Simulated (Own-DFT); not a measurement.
Ti19Si41 (C49 TiSi2 crystal with substituted atoms, atoms displaced) (calculated)

A calculation, not a measurement: plane-wave density functional theory by an unreviewed code, no spin, of a simulated periodic cell, stress positive in tension, run twice, with PBE and with PBEsol, both on files made for PBE, so the change isn't that of files made for PBEsol, forces on such cells moved up to 12 meV/angstrom on a denser k mesh; the far tail of each file's local potential was reset to the Coulomb form; each entry is a single point on an unrelaxed cell, so the pressure reflects the starting lattice, taken from the Materials Project, from which strain is counted, and rises with the displacements; printed positions are rounded, which can move forces by about a meV/angstrom; the program, named Own-DFT, is a retired in-house code; no spin-orbit coupling; stress was not checked against mesh or cutoff. Program: Own-DFT development build.

Common to all runs: functional PBE, then PBEsol; potential files PseudoDojo norm-conserving, scalar-relativistic, standard set; wave cutoff 42 hartree; occupations cold (Marzari-Vanderbilt); smearing width 0.2 eV; k mesh 4 x 4 x 4 centred on Gamma.

(1) Ti19Si41 (C49 TiSi2 crystal with substituted atoms, atoms displaced)

```
cell vectors (Å)
   5.2953    -6.7593     3.5652
   7.0604     0.0000    -7.1303
   5.2953     6.7593     3.5652
atoms (fractions of the cell vectors)
Ti  0.94235  0.92226  0.14876
Ti  0.85464  0.87743  0.64620
Si  0.60965  0.92349  0.49181
Si  0.18762  0.87390  0.30608
Si  0.89627  0.02608  0.39993
Si  0.89895  0.77627  0.40147
Ti  0.94733  0.42842  0.15081
Ti  0.85251  0.37363  0.65387
Si  0.60865  0.42915  0.49141
Si  0.19196  0.37844  0.31244
Si  0.89749  0.51981  0.40429
Si  0.90087  0.27411  0.40433
Ti  0.74906  0.72833  0.95096
Ti  0.65202  0.66939  0.44824
Si  0.41103  0.73194  0.28931
Si  0.99323  0.67593  0.10710
Si  0.70211  0.82454  0.19796
Si  0.69479  0.57792  0.19535
Si  0.54516  0.02206  0.75490
Ti  0.44773  0.97799  0.25045
Si  0.21130  0.02162  0.09363
Si  0.79134  0.97757  0.90277
Si  0.50106  0.12668  0.00095
Si  0.49657  0.87191  0.99649
Ti  0.74574  0.22261  0.95317
Ti  0.64760  0.17594  0.44400
Si  0.40503  0.22748  0.29138
Si  0.98676  0.17653  0.10784
Si  0.70257  0.32382  0.20021
Si  0.70292  0.07188  0.19892
Ti  0.54476  0.52388  0.75009
Ti  0.45577  0.47292  0.25082
Si  0.21093  0.52811  0.09154
Si  0.78927  0.47780  0.90501
Si  0.50204  0.62220  0.00053
Si  0.49557  0.36974  0.99758
Ti  0.34381  0.82317  0.55183
Ti  0.25165  0.78121  0.04712
Si  0.01062  0.82542  0.89158
Si  0.59644  0.76962  0.70973
Si  0.30103  0.92071  0.80290
Si  0.30110  0.67110  0.80130
Ti  0.35224  0.32020  0.55532
Ti  0.25446  0.27803  0.04217
Si  0.00511  0.32889  0.89066
Si  0.58793  0.27327  0.71127
Si  0.29990  0.42539  0.80336
Si  0.29554  0.17850  0.79152
Ti  0.14126  0.63007  0.35284
Ti  0.05877  0.57426  0.85090
Si  0.80639  0.62490  0.69670
Si  0.38910  0.57459  0.50554
Si  0.09960  0.72408  0.60034
Si  0.10411  0.47231  0.59571
Ti  0.15120  0.12332  0.35424
Ti  0.05387  0.08155  0.84364
Si  0.80795  0.12368  0.69506
Si  0.39317  0.07588  0.50722
Si  0.10742  0.22207  0.59599
Si  0.09607  0.98031  0.59791
```

```
PBE pressure                                      : 2.89 GPa
PBE stress xx                                     : -3.14 GPa
PBE stress yy                                     : -2.52 GPa
PBE stress zz                                     : -2.99 GPa
PBE stress yz                                     : -0.08 GPa
PBE stress xz                                     : -0.01 GPa
PBE stress xy                                     : 0.11 GPa
PBEsol pressure                                   : -0.36 GPa
PBEsol stress xx                                  : 0.2 GPa
PBEsol stress yy                                  : 0.96 GPa
PBEsol stress zz                                  : -0.09 GPa
PBEsol stress yz                                  : -0.08 GPa
PBEsol stress xz                                  : -0.01 GPa
PBEsol stress xy                                  : 0.11 GPa
rms change of force components from PBE to PBEsol : 0.021 eV/Å
```

Force:
```csv
force element,PBE force x (eV/Å),PBE force y (eV/Å),PBE force z (eV/Å),PBEsol force x (eV/Å),PBEsol force y (eV/Å),PBEsol force z (eV/Å)
Ti,0.797,-0.126,0.024,0.789,-0.136,0.03
Ti,-0.283,0.019,0.369,-0.28,0.027,0.37
Si,-0.103,-0.077,0.048,-0.114,-0.141,0.046
Si,0.321,0.343,-0.017,0.315,0.394,-0.012
Si,0.036,-0.169,0.111,0.036,-0.162,0.113
Si,-0.282,0.012,0.06,-0.284,0.009,0.066
Ti,-0.142,0.296,0.278,-0.143,0.275,0.274
Ti,-0.316,-0.736,-0.337,-0.311,-0.715,-0.341
Si,-0.314,0.072,0.868,-0.31,0.027,0.865
Si,-0.349,0.012,-0.184,-0.342,0.062,-0.185
Si,0.185,-0.165,-0.468,0.187,-0.161,-0.483
Si,-0.214,-0.149,-0.134,-0.217,-0.146,-0.129
Ti,-0.19,0.332,0.336,-0.191,0.315,0.346
Ti,0.574,-0.267,-0.618,0.566,-0.246,-0.611
Si,-0.465,0.097,0.567,-0.456,0.052,0.564
Si,-0.095,0.223,0.002,-0.094,0.277,0
Si,-0.105,0.44,-0.019,-0.105,0.427,-0.02
Si,0.344,-0.094,0.625,0.352,-0.091,0.636
Si,-0.155,0.351,-0.046,-0.155,0.305,-0.049
Ti,-0.014,-0.898,0.213,-0.017,-0.868,0.21
Si,0.124,0.084,-1.235,0.124,0.032,-1.23
Si,-0.183,0.524,0.43,-0.152,0.571,0.466
Si,-0.357,0.137,0.231,-0.34,0.163,0.23
Si,0.645,-0.088,0.099,0.65,-0.06,0.125
Ti,0.408,-0.031,-0.317,0.408,-0.05,-0.313
Ti,0.612,-0.407,0.243,0.603,-0.399,0.237
Si,-0.131,-0.352,0.047,-0.129,-0.402,0.054
Si,0.271,-0.19,0.506,0.264,-0.145,0.505
Si,-0.073,0.194,-0.062,-0.077,0.197,-0.066
Si,-0.042,0.329,-0.375,-0.041,0.323,-0.379
Ti,0.212,0.05,0.171,0.212,0.031,0.169
Ti,-0.138,-0.116,-0.669,-0.132,-0.1,-0.661
Si,0.147,-0.024,0.349,0.142,-0.074,0.347
Si,0.072,0.577,0.572,0.068,0.632,0.576
Si,-0.246,0.095,-0.157,-0.255,0.093,-0.158
Si,0.85,-0.232,0.02,0.855,-0.228,0.021
Ti,0.384,-0.038,0.062,0.372,-0.058,0.061
Ti,-0.509,-0.101,0.809,-0.504,-0.085,0.803
Si,0.041,-0.239,-0.358,0.041,-0.285,-0.358
Si,-0.059,0.502,-1.21,-0.085,0.549,-1.185
Si,-0.327,-0.128,-0.588,-0.358,-0.094,-0.596
Si,0.115,-0.119,-0.369,0.113,-0.119,-0.37
Ti,0.02,0.002,-1.036,0.014,-0.01,-1.041
Ti,-0.291,0.729,0.289,-0.284,0.73,0.281
Si,0.189,-0.162,0.543,0.188,-0.216,0.542
Si,-0.09,-0.145,0.258,-0.062,-0.106,0.222
Si,-0.312,-0.294,-0.184,-0.315,-0.285,-0.184
Si,0.479,0.108,0.736,0.485,0.13,0.72
Ti,-0.155,-0.389,0.674,-0.152,-0.397,0.671
Ti,-0.551,0.181,-0.584,-0.546,0.2,-0.577
Si,0.004,-1.031,0.039,0.003,-1.092,0.04
Si,0.088,0.085,-0.143,0.087,0.131,-0.142
Si,0.155,0.214,-0.136,0.16,0.212,-0.14
Si,0.194,0.459,-0.103,0.198,0.451,-0.101
Ti,-0.441,0.093,-0.772,-0.431,0.08,-0.763
Ti,-0.034,0.104,0.655,-0.038,0.115,0.647
Si,-0.107,-0.563,-0.857,-0.089,-0.632,-0.86
Si,0.007,0.314,0.608,-0.021,0.349,0.572
Si,-0.013,0.525,-0.483,-0.013,0.516,-0.485
Si,-0.188,-0.174,0.622,-0.19,-0.171,0.63
```

(2) Ti19Si41 (C49 TiSi2 crystal with substituted atoms, atoms displaced)

```
cell vectors (Å)
   5.2953    -6.7593     3.5652
   7.0604     0.0000    -7.1303
   5.2953     6.7593     3.5652
atoms (fractions of the cell vectors)
Ti  0.94400  0.92424  0.14871
Ti  0.85571  0.87434  0.64766
Si  0.61092  0.92129  0.48954
Si  0.18487  0.87082  0.30598
Si  0.89497  0.02061  0.39773
Si  0.89559  0.77687  0.39983
Ti  0.94587  0.42380  0.15280
Ti  0.85470  0.37119  0.64821
Si  0.60472  0.42038  0.49621
Si  0.19139  0.38328  0.30473
Si  0.89817  0.51629  0.40285
Si  0.89477  0.27640  0.39628
Ti  0.74432  0.72480  0.95599
Ti  0.65183  0.67729  0.44752
Si  0.40201  0.73068  0.28964
Si  0.99083  0.67473  0.11057
Si  0.69840  0.82382  0.20210
Si  0.69824  0.57382  0.19902
Ti  0.54571  0.01330  0.75751
Ti  0.45862  0.97204  0.24974
Si  0.21777  0.02361  0.09052
Si  0.79415  0.98207  0.90866
Si  0.49844  0.12697  0.00358
Si  0.49820  0.87752  0.00235
Ti  0.74729  0.22372  0.95053
Ti  0.65277  0.18064  0.44677
Si  0.40536  0.22581  0.28624
Si  0.99407  0.17420  0.11255
Si  0.70328  0.32596  0.20111
Si  0.69915  0.07769  0.19652
Ti  0.54457  0.52501  0.75391
Ti  0.44755  0.47198  0.24648
Si  0.20625  0.52817  0.09341
Si  0.78915  0.47454  0.90462
Si  0.50229  0.62840  0.00477
Si  0.49363  0.37505  0.00261
Ti  0.34641  0.82651  0.54942
Si  0.25456  0.77446  0.04637
Si  0.01516  0.82106  0.89697
Si  0.59704  0.77793  0.71191
Si  0.29688  0.92655  0.80223
Si  0.30193  0.67469  0.79985
Ti  0.34455  0.32504  0.55447
Ti  0.25187  0.27550  0.04852
Si  0.00207  0.32458  0.89458
Si  0.59253  0.27696  0.70171
Si  0.30575  0.42752  0.79213
Si  0.30401  0.17328  0.79995
Ti  0.14450  0.62190  0.35891
Ti  0.05350  0.57987  0.84234
Si  0.80767  0.62442  0.68285
Si  0.38947  0.57073  0.51039
Si  0.09842  0.72869  0.60497
Si  0.10460  0.47621  0.59755
Ti  0.14606  0.12606  0.34945
Ti  0.05536  0.07425  0.85164
Si  0.80929  0.12030  0.69293
Si  0.39487  0.08023  0.50305
Si  0.10102  0.22592  0.59832
Si  0.10271  0.97472  0.60354
```

```
PBE pressure                                      : 3.02 GPa
PBE stress xx                                     : -2.98 GPa
PBE stress yy                                     : -2.97 GPa
PBE stress zz                                     : -3.1 GPa
PBE stress yz                                     : -0.32 GPa
PBE stress xz                                     : 0.06 GPa
PBE stress xy                                     : -0.09 GPa
PBEsol pressure                                   : -0.22 GPa
PBEsol stress xx                                  : 0.35 GPa
PBEsol stress yy                                  : 0.51 GPa
PBEsol stress zz                                  : -0.2 GPa
PBEsol stress yz                                  : -0.33 GPa
PBEsol stress xz                                  : 0.05 GPa
PBEsol stress xy                                  : -0.09 GPa
rms change of force components from PBE to PBEsol : 0.021 eV/Å
```

Force:
```csv
force element,PBE force x (eV/Å),PBE force y (eV/Å),PBE force z (eV/Å),PBEsol force x (eV/Å),PBEsol force y (eV/Å),PBEsol force z (eV/Å)
Ti,0.564,0.433,-0.007,0.56,0.428,-0.011
Ti,-0.046,0.363,-0.073,-0.055,0.371,-0.074
Si,0.571,0.126,-0.385,0.557,0.079,-0.381
Si,0.509,0.314,-0.402,0.51,0.386,-0.408
Si,0.677,-0.169,-0.041,0.689,-0.166,-0.041
Si,-0.132,-0.255,0.521,-0.138,-0.251,0.537
Ti,0.001,-0.02,-0.263,0,-0.026,-0.253
Ti,-0.025,0.1,-0.221,-0.03,0.12,-0.226
Si,0.375,-0.86,-1.183,0.368,-0.921,-1.186
Si,-0.559,0.459,1.098,-0.55,0.51,1.1
Si,0.545,-0.095,-0.622,0.555,-0.095,-0.631
Si,0.187,-0.175,0.8,0.183,-0.173,0.814
Ti,0.095,-0.371,-0.031,0.092,-0.374,-0.034
Ti,-0.712,0.096,0.302,-0.696,0.108,0.296
Si,-0.422,-0.274,1.022,-0.378,-0.312,1.054
Si,-0.16,0.469,0.044,-0.169,0.54,0.041
Si,0.011,-0.167,-0.041,0.009,-0.164,-0.048
Si,0.288,0.104,0.113,0.296,0.099,0.113
Ti,1.024,-0.355,-1.347,1.016,-0.365,-1.335
Ti,0.118,0.278,-0.711,0.123,0.289,-0.707
Si,-0.355,0.237,-0.063,-0.318,0.201,-0.096
Si,-0.82,0.265,0.979,-0.807,0.318,0.989
Si,-0.165,-0.251,0.016,-0.168,-0.247,0.019
Si,0.148,-0.051,0.222,0.177,-0.085,0.218
Ti,0.341,0.329,-0.299,0.343,0.305,-0.288
Ti,-0.913,-0.004,0.548,-0.904,0.01,0.537
Si,0.234,-0.053,0.235,0.23,-0.105,0.222
Si,-0.391,-0.136,-0.092,-0.386,-0.091,-0.083
Si,-0.542,0.129,-0.343,-0.546,0.128,-0.346
Si,0.022,-0.052,0.299,0.015,-0.056,0.302
Ti,0.337,-0.406,0.009,0.326,-0.419,0.012
Ti,0.926,-0.302,0.08,0.91,-0.281,0.091
Si,-0.104,-0.702,-0.477,-0.132,-0.75,-0.446
Si,0.317,0.207,-0.186,0.309,0.26,-0.193
Si,-0.553,0.142,0.067,-0.557,0.112,0.09
Si,0.196,-0.479,-0.02,0.202,-0.469,-0.024
Ti,0.37,0.283,0.266,0.367,0.265,0.265
Si,0.006,-0.293,0.085,0.005,-0.254,0.084
Si,0.094,-0.063,-0.75,0.061,-0.099,-0.786
Si,-1.015,0.075,0.243,-0.997,0.13,0.24
Si,-0.104,-0.139,0.149,-0.099,-0.163,0.13
Si,-0.101,-0.002,-0.08,-0.125,-0.03,-0.076
Ti,-0.259,-0.613,-0.021,-0.248,-0.626,-0.031
Ti,-0.217,-0.102,-0.407,-0.208,-0.084,-0.394
Si,0.382,-0.558,0.205,0.374,-0.61,0.211
Si,-0.031,0.918,1.255,-0.028,0.971,1.26
Si,-0.104,0.963,0.233,-0.107,0.944,0.235
Si,0.002,0.2,-0.297,0.001,0.196,-0.302
Ti,0.056,-0.137,-0.446,0.053,-0.151,-0.434
Ti,-0.519,0.386,0.717,-0.517,0.398,0.706
Si,0.417,0.072,0.462,0.41,0.02,0.459
Si,0.4,-0.104,-0.664,0.391,-0.054,-0.668
Si,-0.365,-0.442,0.025,-0.373,-0.432,0.027
Si,-0.143,0.5,-0.139,-0.14,0.488,-0.145
Ti,0.335,0.387,0.351,0.335,0.364,0.345
Ti,-0.173,-0.184,-0.397,-0.177,-0.166,-0.404
Si,0.073,-0.379,-0.597,0.074,-0.436,-0.6
Si,-0.313,0.383,0.694,-0.308,0.433,0.697
Si,-0.139,0.156,0.092,-0.137,0.153,0.086
Si,-0.241,-0.177,-0.528,-0.247,-0.174,-0.533
```

(3) Ti19Si41 (C49 TiSi2 crystal with substituted atoms, atoms displaced)

```
cell vectors (Å)
   5.2953    -6.7593     3.5652
   7.0604     0.0000    -7.1303
   5.2953     6.7593     3.5652
atoms (fractions of the cell vectors)
Ti  0.94371  0.92458  0.15449
Ti  0.84734  0.87727  0.64706
Si  0.60810  0.92625  0.49524
Si  0.19095  0.87423  0.30829
Si  0.89366  0.02486  0.39463
Si  0.90060  0.77534  0.39871
Ti  0.94881  0.42282  0.14959
Ti  0.85720  0.37315  0.64422
Si  0.60684  0.42891  0.49245
Si  0.19300  0.36931  0.30722
Si  0.90452  0.52641  0.40322
Si  0.90057  0.27777  0.39957
Si  0.73837  0.72721  0.95121
Ti  0.65110  0.67509  0.44180
Si  0.41317  0.72634  0.28890
Si  0.99259  0.67870  0.10706
Si  0.70084  0.82612  0.20642
Si  0.69934  0.57202  0.19679
Ti  0.54130  0.02101  0.75523
Ti  0.45356  0.97232  0.24152
Si  0.20331  0.02536  0.08961
Si  0.78918  0.97779  0.91147
Si  0.49929  0.12403  0.00022
Si  0.49985  0.87471  0.99921
Ti  0.75237  0.22684  0.96013
Ti  0.65729  0.17465  0.44996
Si  0.40699  0.22284  0.29112
Si  0.99583  0.17698  0.11322
Si  0.70536  0.33011  0.19537
Si  0.69665  0.07345  0.19819
Ti  0.54852  0.52644  0.75273
Ti  0.44951  0.47459  0.24520
Si  0.20621  0.52365  0.09250
Si  0.78466  0.47089  0.91053
Si  0.50518  0.62662  0.00658
Si  0.50241  0.37020  0.00489
Ti  0.34167  0.82485  0.55254
Ti  0.25472  0.77136  0.04896
Si  0.01679  0.82261  0.89529
Si  0.59192  0.77213  0.70634
Si  0.29815  0.92679  0.79917
Si  0.29876  0.67339  0.80075
Ti  0.34802  0.32243  0.55401
Ti  0.25792  0.27882  0.05102
Si  0.00334  0.32338  0.89568
Si  0.59108  0.27149  0.71524
Si  0.30373  0.43073  0.79557
Si  0.29869  0.17508  0.79907
Ti  0.15028  0.62879  0.35605
Ti  0.05406  0.57796  0.84666
Si  0.81240  0.62918  0.69338
Si  0.39334  0.57043  0.50878
Si  0.10630  0.72778  0.60078
Si  0.10277  0.47769  0.59974
Ti  0.14982  0.12678  0.35281
Ti  0.05456  0.07319  0.84997
Si  0.80745  0.12510  0.68942
Si  0.39181  0.07552  0.50595
Si  0.10254  0.23050  0.59910
Si  0.10268  0.97670  0.59710
```

```
PBE pressure                                      : 3.02 GPa
PBE stress xx                                     : -3.17 GPa
PBE stress yy                                     : -2.91 GPa
PBE stress zz                                     : -2.99 GPa
PBE stress yz                                     : 0.11 GPa
PBE stress xz                                     : 0.03 GPa
PBE stress xy                                     : 0.19 GPa
PBEsol pressure                                   : -0.22 GPa
PBEsol stress xx                                  : 0.17 GPa
PBEsol stress yy                                  : 0.57 GPa
PBEsol stress zz                                  : -0.07 GPa
PBEsol stress yz                                  : 0.11 GPa
PBEsol stress xz                                  : 0.03 GPa
PBEsol stress xy                                  : 0.19 GPa
rms change of force components from PBE to PBEsol : 0.021 eV/Å
```

Force:
```csv
force element,PBE force x (eV/Å),PBE force y (eV/Å),PBE force z (eV/Å),PBEsol force x (eV/Å),PBEsol force y (eV/Å),PBEsol force z (eV/Å)
Ti,0.437,-0.423,-0.078,0.443,-0.433,-0.075
Ti,0.58,-0.702,0.333,0.57,-0.687,0.321
Si,-0.516,-0.339,-0.215,-0.506,-0.395,-0.211
Si,0.14,-0.047,-0.136,0.138,0.003,-0.129
Si,0.652,0.121,0.348,0.653,0.125,0.347
Si,0.23,0.163,0.232,0.235,0.158,0.235
Ti,0.601,0.305,-0.257,0.582,0.288,-0.239
Ti,0.182,0.515,-0.322,0.178,0.518,-0.318
Si,-0.212,-0.351,0.882,-0.208,-0.403,0.891
Si,0.659,0.368,-0.686,0.648,0.414,-0.683
Si,-0.315,-0.044,-0.175,-0.321,-0.041,-0.178
Si,-0.128,-0.063,0.209,-0.127,-0.058,0.214
Si,0.28,0.062,0.049,0.289,0.013,0.058
Ti,0.537,0.087,0.367,0.532,0.099,0.362
Si,-0.36,0.392,0.119,-0.356,0.347,0.119
Si,-0.539,0.588,0.329,-0.505,0.631,0.353
Si,-0.3,-0.289,-0.119,-0.286,-0.256,-0.118
Si,0.696,-0.089,0.149,0.714,-0.062,0.173
Ti,0.463,-0.611,-0.285,0.457,-0.623,-0.294
Ti,0.499,0.632,-0.101,0.495,0.638,-0.099
Si,0.393,-0.363,0.526,0.387,-0.418,0.528
Si,-0.342,-0.212,0.472,-0.309,-0.176,0.451
Si,-0.015,-0.058,-0.175,-0.023,-0.052,-0.171
Si,-0.017,-0.011,-0.087,-0.011,0.017,-0.117
Ti,-1.108,-0.228,-0.029,-1.089,-0.236,-0.033
Ti,-0.402,0.186,-0.64,-0.398,0.203,-0.625
Si,0.4,-0.538,0.318,0.392,-0.592,0.312
Si,-0.471,0.267,0.083,-0.462,0.326,0.077
Si,-0.263,0.706,0.59,-0.273,0.69,0.602
Si,0.414,-0.009,-0.118,0.416,-0.011,-0.127
Ti,-0.285,0.144,0.234,-0.292,0.127,0.23
Ti,0.397,-0.042,0.385,0.395,-0.029,0.382
Si,0.235,-0.132,-0.145,0.231,-0.186,-0.143
Si,0.846,-0.296,-0.577,0.808,-0.252,-0.554
Si,-1.034,-0.016,-0.24,-1.079,0.024,-0.245
Si,-0.027,-0.218,-0.571,-0.025,-0.209,-0.578
Ti,0.46,-0.746,0.261,0.453,-0.747,0.255
Ti,0.462,-0.208,-0.169,0.458,-0.188,-0.169
Si,-0.379,-0.032,-1.108,-0.363,-0.094,-1.114
Si,0.15,0.36,-0.132,0.117,0.405,-0.159
Si,-0.084,0.139,0.223,-0.083,0.136,0.226
Si,0.501,-0.166,0.004,0.512,-0.162,0.004
Ti,0.205,-0.241,-0.066,0.202,-0.25,-0.069
Ti,-1.177,-0.06,-0.11,-1.162,-0.031,-0.104
Si,0.305,-0.636,-0.154,0.301,-0.682,-0.155
Si,0.066,-0.17,-0.377,0.063,-0.123,-0.383
Si,-0.13,0.551,0.479,-0.131,0.545,0.488
Si,0.231,0.151,0,0.233,0.146,-0.001
Ti,-0.751,-0.17,0.276,-0.74,-0.18,0.273
Ti,-0.326,-0.102,0.59,-0.314,-0.103,0.593
Si,-0.648,-0.129,0.351,-0.649,-0.193,0.356
Si,0.199,0.248,-0.808,0.195,0.301,-0.819
Si,-0.467,0.564,-0.253,-0.47,0.553,-0.252
Si,-0.021,0.079,-0.026,-0.019,0.078,-0.029
Ti,-0.527,0.272,0.256,-0.519,0.246,0.251
Ti,-0.24,-0.084,-0.59,-0.236,-0.068,-0.588
Si,0.409,0.009,0.388,0.401,-0.052,0.388
Si,-0.046,0.286,0.316,-0.045,0.347,0.314
Si,-0.406,0.222,0.261,-0.409,0.22,0.259
Si,-0.09,0.409,-0.28,-0.089,0.399,-0.285
```
